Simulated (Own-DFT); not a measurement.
# Computed records: SiC (2H silicon carbide, strained, atoms displaced)

All values are calculated (Own-DFT development build). A calculation, not a measurement: plane-wave PBE density functional theory by an unreviewed code, no spin, of a simulated periodic cell, stress positive in tension, free energy of the whole cell less one offset for each atom, forces on such cells passed a denser k mesh, this cell's mesh not checked; offsets are fitted by least squares, one for each functional and potential file, so energies compare only between cells with the same atoms and settings and are not formation energies; the far tail of each file's local potential was reset to the Coulomb form; each entry is a single point on an unrelaxed cell, so the pressure reflects the starting lattice, mostly measured values (interpolated for alloys), from which strain is counted, and rises with the displacements; printed positions are rounded, which can move forces by about a meV/angstrom; the program, named Own-DFT, is a retired in-house code; no spin-orbit coupling.

Settings shared by all entries: functional PBE; potential files PseudoDojo norm-conserving, scalar-relativistic, standard set; wave cutoff 42 hartree; occupations Fermi-Dirac; smearing width 0.1 eV; hardware one NVIDIA H100; k mesh 4 x 4 x 3 centred on Gamma.

(1) SiC (2H silicon carbide, strained, atoms displaced)

```
SiC
1.0
      9.3100    -0.0752    -0.1419
     -4.7201     8.0054     0.1407
     -0.1545     0.0877    10.0228
Si C Si C Si C Si C Si C Si C Si C Si C Si C Si C Si C Si C Si C Si C Si C Si C Si C Si C
2 2 2 2 2 2 2 2 2 2 2 2 2 2 2 2 2 2 2 2 2 2 2 2 2 2 2 2 2 2 2 2 2 2 2 2
Direct
  0.99439 0.99582 0.00742
  0.10944 0.22191 0.24352
  0.99962 0.99974 0.19079
  0.11670 0.22985 0.43864
  0.99458 0.99713 0.50516
  0.10774 0.22556 0.75253
  0.99532 0.99511 0.68619
  0.12240 0.23499 0.93028
  0.99679 0.33855 0.00454
  0.11280 0.55821 0.24310
  0.01137 0.35596 0.19322
  0.10559 0.56553 0.43859
  0.00240 0.32720 0.50445
  0.12358 0.56259 0.74577
  0.00244 0.32986 0.68454
  0.11858 0.56494 0.93983
  0.00624 0.67171 0.99650
  0.11442 0.89109 0.25746
  0.00445 0.67113 0.19952
  0.10813 0.88857 0.42587
  0.00112 0.65635 0.49771
  0.11214 0.89117 0.75093
  0.99903 0.67628 0.69212
  0.12245 0.89262 0.94069
  0.33945 0.01249 0.00654
  0.45509 0.22200 0.24688
  0.34133 0.99717 0.17688
  0.43953 0.22494 0.43544
  0.32199 0.99904 0.50641
  0.45281 0.22851 0.75657
  0.33840 0.99998 0.68330
  0.45181 0.21528 0.94162
  0.32588 0.32929 0.00883
  0.43834 0.55967 0.24703
  0.33563 0.32724 0.18399
  0.44459 0.55698 0.43907
  0.32751 0.33087 0.50021
  0.44642 0.55100 0.74147
  0.32866 0.33306 0.68996
  0.44097 0.55602 0.94737
  0.34186 0.68039 0.99764
  0.45285 0.88682 0.25058
  0.33128 0.66519 0.19738
  0.44421 0.88215 0.44207
  0.32834 0.66129 0.50043
  0.44256 0.88500 0.75076
  0.32873 0.67294 0.69062
  0.44310 0.87650 0.92962
  0.67167 0.00160 0.00351
  0.78042 0.22105 0.24770
  0.65886 0.00178 0.18337
  0.77881 0.21619 0.44432
  0.66568 0.99887 0.51232
  0.78007 0.22523 0.74263
  0.67048 0.00246 0.68452
  0.77881 0.21847 0.94345
  0.66981 0.32942 0.99278
  0.76643 0.55189 0.25604
  0.67178 0.32759 0.18985
  0.77496 0.55264 0.43847
  0.66171 0.32843 0.50072
  0.77530 0.55461 0.75257
  0.66534 0.33965 0.69317
  0.77568 0.55869 0.93729
  0.66510 0.65875 0.00092
  0.76673 0.88461 0.25617
  0.66177 0.66637 0.18403
  0.77964 0.89088 0.42975
  0.65975 0.65844 0.50028
  0.77577 0.87687 0.74295
  0.66543 0.66762 0.68773
  0.77808 0.87781 0.93842
```

- free energy of cell above offsets: -3.902 eV
- pressure: 7 GPa
- stress xx: -1.11 GPa
- stress yy: -7.59 GPa
- stress zz: -12.3 GPa
- stress yz: 2.39 GPa
- stress xz: -4.95 GPa
- stress xy: -4.46 GPa
- wall time: 341.4 s

Force:
```csv
element,x (eV/Å),y (eV/Å),z (eV/Å)
Si,1.403,0.562,-1.87
Si,0.587,0.648,1.371
C,-1.015,-0.083,0.234
C,-1.21,-1.721,-0.745
Si,1.045,0.362,-2.5
Si,1.191,-1.204,-0.932
C,0.379,0.884,0.982
C,-2.289,-2.145,2.79
Si,1.946,0.851,-0.919
Si,-1.039,3.259,3.047
C,0.196,-5.906,-1.698
C,3.819,-3.365,-0.834
Si,-0.892,1.442,-1.919
Si,-3.236,-1.337,1.66
C,-1.131,1.505,1.293
C,-0.661,-1.099,-0.575
Si,-0.325,-0.204,1.531
Si,0.547,0.14,-4.569
C,-1.483,-0.474,-2.337
C,-0.398,0.063,5.955
Si,-3.417,2.873,1.135
Si,0.649,0.766,0.45
C,1.072,-2.065,-1.17
C,-1.812,0.796,-0.394
Si,0.942,-3.608,-2.933
Si,-1.314,-1.012,0.241
C,-0.738,0.202,5.033
C,0.609,-0.703,0.48
Si,1.751,-0.144,-2.912
Si,-1.601,-1.646,-0.878
C,-1.068,0.755,2.495
C,-1.81,2.671,-1.037
Si,1.766,1.341,-2.703
Si,2.037,-1.743,0.42
C,-0.722,0.55,2.533
C,-0.986,-0.803,-0.251
Si,1.555,0.725,-0.03
Si,-1.925,1.041,2.69
C,1.003,-0.759,-0.457
C,0.679,-0.524,-1.813
Si,0.25,-4.152,1.817
Si,-2.562,0.011,1.198
C,-0.018,1.253,-2.35
C,-0.685,1.464,-0.367
Si,-0.276,0.754,-0.074
Si,0.442,1.36,-0.962
C,3.282,-1.005,-1.8
C,-0.028,5.158,1.3
Si,-0.171,-2.191,-2.067
Si,0.32,0.499,1.575
C,2.654,0.099,1.023
C,-0.744,0.667,-0.861
Si,-0.034,-0.866,-4.261
Si,0.237,-0.306,1.454
C,-0.1,-0.788,3.368
C,-0.022,0.816,-1.814
Si,0.221,0.991,1.93
Si,1.884,0.448,-1.485
C,-0.82,1.568,-0.862
C,-0.418,-0.249,1.117
Si,0.279,0.12,-0.169
Si,0.583,1.356,-0.327
C,1.267,-0.787,-1.034
C,1.242,-0.937,0.343
Si,-1.017,0.428,-0.176
Si,1.265,0.546,-3.11
C,0.033,-0.197,1.626
C,-0.911,-0.667,3.984
Si,1.136,1.372,-0.622
Si,-0.794,2.624,2.208
C,0.265,-1.754,-0.965
C,-0.862,1.477,-0.501
```

(2) SiC (2H silicon carbide, strained, atoms displaced)

```
SiC
1.0
      9.3112    -0.0359    -0.1677
     -4.6867     7.9336     0.0895
     -0.1826     0.0071    10.2422
Si C Si C Si C Si C Si C Si C Si C Si C Si C Si C Si C Si C Si C Si C Si C Si C Si C Si C
2 2 2 2 2 2 2 2 2 2 2 2 2 2 2 2 2 2 2 2 2 2 2 2 2 2 2 2 2 2 2 2 2 2 2 2
Direct
  0.99223 0.99401 0.00230
  0.10641 0.21697 0.25038
  0.99580 0.98993 0.18563
  0.10604 0.20678 0.42744
  0.99850 0.99085 0.49630
  0.11445 0.22905 0.75048
  0.99792 0.98879 0.69523
  0.11612 0.22587 0.93153
  0.00167 0.34341 0.99765
  0.10736 0.54682 0.24524
  0.00064 0.34273 0.18338
  0.10924 0.55342 0.44308
  0.99152 0.33077 0.50566
  0.10852 0.55657 0.75715
  0.00201 0.32889 0.69076
  0.11488 0.55151 0.93957
  0.99542 0.66990 0.99851
  0.10409 0.88558 0.25594
  0.00802 0.66735 0.18475
  0.11602 0.89177 0.43895
  0.00276 0.66369 0.49473
  0.12005 0.88856 0.75337
  0.00368 0.67415 0.68582
  0.12643 0.90003 0.94046
  0.33318 0.01106 0.00036
  0.44102 0.22502 0.24629
  0.34066 0.99659 0.18310
  0.44581 0.21982 0.43197
  0.34094 0.00563 0.50220
  0.44239 0.21927 0.75482
  0.33472 0.00251 0.68613
  0.44689 0.22755 0.93839
  0.32999 0.33614 0.99657
  0.44121 0.56093 0.24354
  0.33124 0.33212 0.18492
  0.45371 0.55853 0.44163
  0.33805 0.32809 0.50651
  0.44913 0.56179 0.74766
  0.32895 0.33097 0.69091
  0.44207 0.55085 0.93222
  0.34107 0.66987 0.00715
  0.44268 0.89129 0.25250
  0.33576 0.66773 0.19087
  0.45230 0.88177 0.43560
  0.32992 0.67282 0.49930
  0.43774 0.87961 0.74968
  0.33402 0.66626 0.68831
  0.44061 0.88893 0.93119
  0.66016 0.98964 0.99446
  0.77986 0.22188 0.25282
  0.66809 0.00512 0.19273
  0.77882 0.20711 0.44378
  0.66661 0.99699 0.49720
  0.77504 0.22755 0.75117
  0.65524 0.99603 0.68073
  0.77311 0.22908 0.93803
  0.66219 0.32893 0.99225
  0.77825 0.55211 0.24333
  0.67602 0.33301 0.18071
  0.78574 0.55850 0.44000
  0.66630 0.32719 0.49431
  0.77322 0.55716 0.75628
  0.66445 0.32583 0.68400
  0.77774 0.55714 0.94309
  0.66418 0.65552 0.99754
  0.76653 0.88833 0.24356
  0.66739 0.66912 0.18653
  0.77108 0.88478 0.43077
  0.66675 0.66787 0.49783
  0.78359 0.88721 0.75231
  0.66186 0.65456 0.69163
  0.78163 0.89094 0.94677
```

* free energy of cell above offsets: -6.176 eV
* pressure: 2.74 GPa
* stress xx: -2.08 GPa
* stress yy: -9.18 GPa
* stress zz: 3.05 GPa
* stress yz: 0.4 GPa
* stress xz: -6.89 GPa
* stress xy: -2.11 GPa
* wall time: 355.9 s

Force:
```csv
element,x (eV/Å),y (eV/Å),z (eV/Å)
Si,2.564,2.077,-0.195
Si,0.216,0.306,-1.44
C,-1.133,1.108,0.268
C,-0.219,2.125,2.752
Si,-0.922,0.138,0.983
Si,0.421,-2.311,-0.029
C,0.123,1.754,-1.483
C,-1.815,-0.837,1.596
Si,0.427,-2.85,0.318
Si,0.172,2.833,1.716
C,0.87,-3.511,0.068
C,0.103,-0.491,-1.672
Si,2.657,-0.299,-0.259
Si,0.743,-0.105,-1.442
C,-1.917,0.997,-0.265
C,-1.114,2.761,-0.134
Si,2.721,0.573,0.637
Si,1.829,0.183,-1.221
C,-1.408,-0.12,0.403
C,0.394,-0.802,-0.145
Si,-0.167,0.973,1.459
Si,-1.04,0.592,-0.225
C,0.014,-1.813,0.763
C,-3.146,-2.139,-0.871
Si,2.78,-0.99,0.776
Si,1.722,-0.61,-0.302
C,-2.583,1.207,0.905
C,-0.05,0.533,0.449
Si,0.194,-1.265,-0.55
Si,0.231,0.611,-1.053
C,0.307,-0.534,0.361
C,-1.117,0.021,-0.418
Si,0.721,-0.697,0.637
Si,2.443,-1.46,2.127
C,-0.78,0.428,-0.3
C,-2.556,-1.424,-0.976
Si,-1.246,0.565,-1.604
Si,-0.761,-1.372,0.051
C,1.05,0.334,-0.439
C,0.008,1.526,0.781
Si,-0.796,-0.296,-1.552
Si,1.343,-0.227,-0.139
C,-1.245,0.407,-0.643
C,-2.805,1.707,-0.241
Si,2.103,-2.158,0.871
Si,0.383,1.769,-0.55
C,-0.953,-0.789,-0.44
C,-0.025,-0.076,1.359
Si,-0.305,2.204,1.079
Si,0.216,0.568,-0.259
C,-0.915,-0.907,-1.889
C,-1.976,3.041,-1.997
Si,0.941,-1.911,1.296
Si,1.429,-1.884,-0.238
C,1.757,0.143,1.655
C,1.701,-1.464,-0.769
Si,0.758,0.866,2.034
Si,0.276,0.817,1.027
C,-1.99,-0.284,0.82
C,-1.218,-1.103,-1.267
Si,0.459,0.741,0.804
Si,2.063,-0.924,-1.381
C,-1.431,1.625,0.413
C,0.07,-0.555,-1.454
Si,-1.269,1.666,1.057
Si,2.211,-0.133,1.09
C,-0.331,-1.351,-0.802
C,1.008,0.363,0.747
Si,1.394,-0.26,0.621
Si,-1.71,-0.088,-0.187
C,-0.423,2.259,-0.922
C,-1.458,-1.779,-2.173
```

(3) SiC (2H silicon carbide, strained, atoms displaced)

```
SiC
1.0
      9.4192    -0.0845    -0.1111
     -4.7828     8.1803     0.0940
     -0.1210     0.0483    10.1328
Si C Si C Si C Si C Si C Si C Si C Si C Si C Si C Si C Si C Si C Si C Si C Si C Si C Si C
2 2 2 2 2 2 2 2 2 2 2 2 2 2 2 2 2 2 2 2 2 2 2 2 2 2 2 2 2 2 2 2 2 2 2 2
Direct
  0.99582 0.99855 0.00514
  0.10809 0.22523 0.25296
  0.99114 0.98854 0.19385
  0.11062 0.21700 0.44305
  0.99827 0.00207 0.50541
  0.11259 0.23185 0.76425
  0.99924 0.99709 0.68550
  0.10534 0.22136 0.94022
  0.99556 0.32532 0.99832
  0.10701 0.55231 0.24311
  0.00237 0.33734 0.17765
  0.12057 0.55795 0.43637
  0.00302 0.33363 0.49833
  0.11354 0.55582 0.75248
  0.99650 0.33375 0.68756
  0.11074 0.56277 0.93618
  0.00127 0.66325 0.00230
  0.10665 0.89315 0.24981
  0.98957 0.65845 0.18588
  0.10005 0.88341 0.42837
  0.00384 0.66902 0.49904
  0.11088 0.87784 0.75105
  0.00517 0.66729 0.69331
  0.11622 0.88923 0.93862
  0.33289 0.99971 0.99782
  0.43793 0.22157 0.25718
  0.33490 0.01099 0.19215
  0.44441 0.22129 0.43835
  0.32312 0.99150 0.49519
  0.44635 0.22705 0.74938
  0.33190 0.00016 0.69220
  0.45518 0.22721 0.93905
  0.32627 0.32549 0.00261
  0.44373 0.55600 0.25310
  0.33130 0.33211 0.19491
  0.45634 0.55327 0.43755
  0.33208 0.33752 0.50414
  0.44311 0.54871 0.74958
  0.33000 0.33408 0.68497
  0.44054 0.54839 0.93670
  0.33709 0.66421 0.99634
  0.44460 0.89413 0.25090
  0.33622 0.66134 0.18947
  0.43826 0.88462 0.43027
  0.32742 0.66855 0.50563
  0.43949 0.88256 0.74826
  0.32467 0.67034 0.68969
  0.44677 0.89074 0.94130
  0.66172 0.99348 0.00113
  0.77884 0.22800 0.25253
  0.66166 0.99924 0.18881
  0.78169 0.21977 0.43950
  0.67298 0.00280 0.50627
  0.78175 0.23312 0.75219
  0.66493 0.99811 0.67672
  0.76612 0.21790 0.93275
  0.66235 0.32771 0.00168
  0.77197 0.54398 0.25914
  0.66419 0.33023 0.18251
  0.77137 0.54218 0.43822
  0.68021 0.33247 0.49865
  0.78383 0.55779 0.75372
  0.65866 0.32558 0.66984
  0.77204 0.55968 0.93367
  0.66688 0.67552 0.00045
  0.78580 0.88366 0.24808
  0.68075 0.67824 0.18262
  0.78480 0.88492 0.43234
  0.65293 0.65916 0.49779
  0.77342 0.87803 0.74756
  0.67121 0.65966 0.69394
  0.78087 0.88968 0.94052
```

- free energy of cell above offsets: -5.649 eV
- pressure: -2.9 GPa
- stress xx: 6.89 GPa
- stress yy: 6.05 GPa
- stress zz: -4.23 GPa
- stress yz: 1.19 GPa
- stress xz: -3.79 GPa
- stress xy: -4.5 GPa
- wall time: 359.6 s

Force:
```csv
element,x (eV/Å),y (eV/Å),z (eV/Å)
Si,1.25,-0.575,-0.501
Si,0.425,-0.79,-0.068
C,0.986,3.436,-1.824
C,-0.801,1.411,-0.786
Si,0.697,-1.233,-1.079
Si,0.105,-1.866,-3.958
C,0.113,0.167,2.107
C,0.576,-0.448,1.496
Si,-1.329,1.569,-0.932
Si,0.78,1.153,0.461
C,-0.343,-1.119,2.337
C,-1.94,-1.2,-0.379
Si,0.35,0.05,0.437
Si,-1.138,-0.383,-0.179
C,0.883,0.617,0.659
C,1.076,-1.678,0.542
Si,-1.494,0.417,-0.581
Si,1.656,-1.564,-1.028
C,0.977,0.812,0.957
C,0.51,0.581,2.547
Si,-0.534,-0.856,-0.093
Si,-0.865,2.423,0.169
C,-0.345,-1.015,-1.491
C,-1.336,-0.193,0.433
Si,0.682,0.593,0.865
Si,0.99,0.47,-0.845
C,-0.187,-1.848,-1.092
C,-0.099,-0.115,1.02
Si,0.684,1.091,0.443
Si,0.283,-0.862,-0.669
C,0.048,-0.358,-0.878
C,-2.851,-1.289,-0.757
Si,1.278,1.069,0.508
Si,1.098,0.386,-0.951
C,-0.391,0.143,-0.942
C,-4.679,-1.169,-0.159
Si,1.408,-1.181,-1.352
Si,-0.058,1.036,0.115
C,-0.129,-0.096,1.809
C,-0.297,0.48,0.255
Si,-0.655,0.018,0.937
Si,-0.017,-0.945,-1.085
C,-1.306,0.983,-0.647
C,0.484,0.533,2.445
Si,1.886,0.661,-1.327
Si,0.254,2.172,0.309
C,2.207,-1.136,-0.199
C,-0.422,-1.072,-0.98
Si,0.435,1.067,0.167
Si,0.245,-1.398,-1.183
C,1.375,0.557,0.089
C,0.187,0.509,-0.555
Si,-0.36,-1.414,-4.039
Si,-0.898,-1.908,-1.742
C,0.192,-0.327,4.526
C,1.353,0.247,1.211
Si,0.939,2.058,-0.541
Si,-0.183,1.196,-2.755
C,-0.431,0.091,2.074
C,0.332,1.973,0.798
Si,-2.186,-1.265,-1.73
Si,-0.162,-1.199,-1.206
C,0.83,1.188,4.97
C,1.172,-0.656,1.484
Si,0.978,-1.952,-0.441
Si,-3.362,0.491,1.025
C,-1.026,-2.965,1.349
C,-1.69,-0.118,1.455
Si,4.818,2.187,1.591
Si,0.081,1.743,-0.034
C,-1.819,0.186,-1.555
C,-1.288,0.429,-1.026
```
